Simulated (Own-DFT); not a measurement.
# Which way do the neighbours of a vacancy move? 3C SiC, 95 atoms (C48Si47), with one Si vacancy

These are calculations, not measurements. The program, named Own-DFT, is a retired in-house plane-wave density functional code that no person has reviewed. Each row is one single-point run on a periodic cell that was not relaxed, without spin or spin-orbit coupling.

Settings of every run: PBE; PseudoDojo norm-conserving scalar-relativistic files; cutoff 42 hartree; 3 x 4 x 4 k mesh centred on Gamma; Fermi-Dirac smearing of 0.1 eV.

Known limits: a neutral cation vacancy leaves holes that likely carry spin, which these runs leave out; not probed for a lower state with spin; forces on such cells moved up to 12 meV/angstrom on a denser k mesh; stress not checked against mesh or cutoff.

Cell vectors in Å: (13.079, 0.000, 0.000); (0.000, 8.719, 0.000); (0.000, 0.000, 8.719). Every atom was also moved at random, by a Gaussian of width 0.03 Å on each axis. The defect's site can differ from row to row. The empty site has 4 nearest neighbours, all C. For each, d is its distance from the empty site and R the part of its force along the line away from it, positive outwards. The last column is the rms force component on atoms over 4.5 Å away.

| run | d1 (Å) | d2 (Å) | d3 (Å) | d4 (Å) | R1 (eV/Å) | R2 (eV/Å) | R3 (eV/Å) | R4 (eV/Å) | far F (eV/Å) |
|---|---|---|---|---|---|---|---|---|---|
| 1 | 1.877 | 1.905 | 1.912 | 1.922 | 1.48 | 1.30 | 1.70 | 0.95 | 0.91 |
| 2 | 1.844 | 1.888 | 1.896 | 1.925 | 2.15 | 1.54 | 1.58 | 1.37 | 0.86 |
| 3 | 1.849 | 1.870 | 1.893 | 1.925 | 1.80 | 1.85 | 1.50 | 1.22 | 0.79 |
| 4 | 1.852 | 1.872 | 1.910 | 1.912 | 1.50 | 1.23 | 1.14 | 1.35 | 0.81 |
| 5 | 1.890 | 1.901 | 1.911 | 1.912 | 1.59 | 1.49 | 1.03 | 1.07 | 0.88 |
| 6 | 1.860 | 1.874 | 1.899 | 1.917 | 1.81 | 1.53 | 1.35 | 1.22 | 0.87 |
| 7 | 1.856 | 1.861 | 1.897 | 1.915 | 1.85 | 1.55 | 1.27 | 1.64 | 0.91 |
| 8 | 1.842 | 1.873 | 1.886 | 1.941 | ? | ? | ? | ? | ? |

## Worked fit

A straight line through the 28 neighbours shown gives R = 1.47 - 7.9 (d - 1.891) eV/Å, with a scatter of 0.20 left by the moves of the other atoms. The slope, with an error of 1.6, is the pull back towards the neighbour's own site. The constant, 1.47 ± 0.04 eV/Å, is the force at the mean distance: with one bond gone, the neighbours are pushed outwards, away from the empty site. It shows how a relaxation would start, not where it would end, and it depends somewhat on the width of the random moves.

## Withheld run

Question: what mean R should the neighbours of run 8 feel? Their mean d is 1.885 Å.

The line gives 1.51 ± 0.12 eV/Å, by the scatter of the means of the runs shown. The calculation gave R = 1.72, 1.47, 1.01, 1.18, a mean of 1.34 eV/Å.
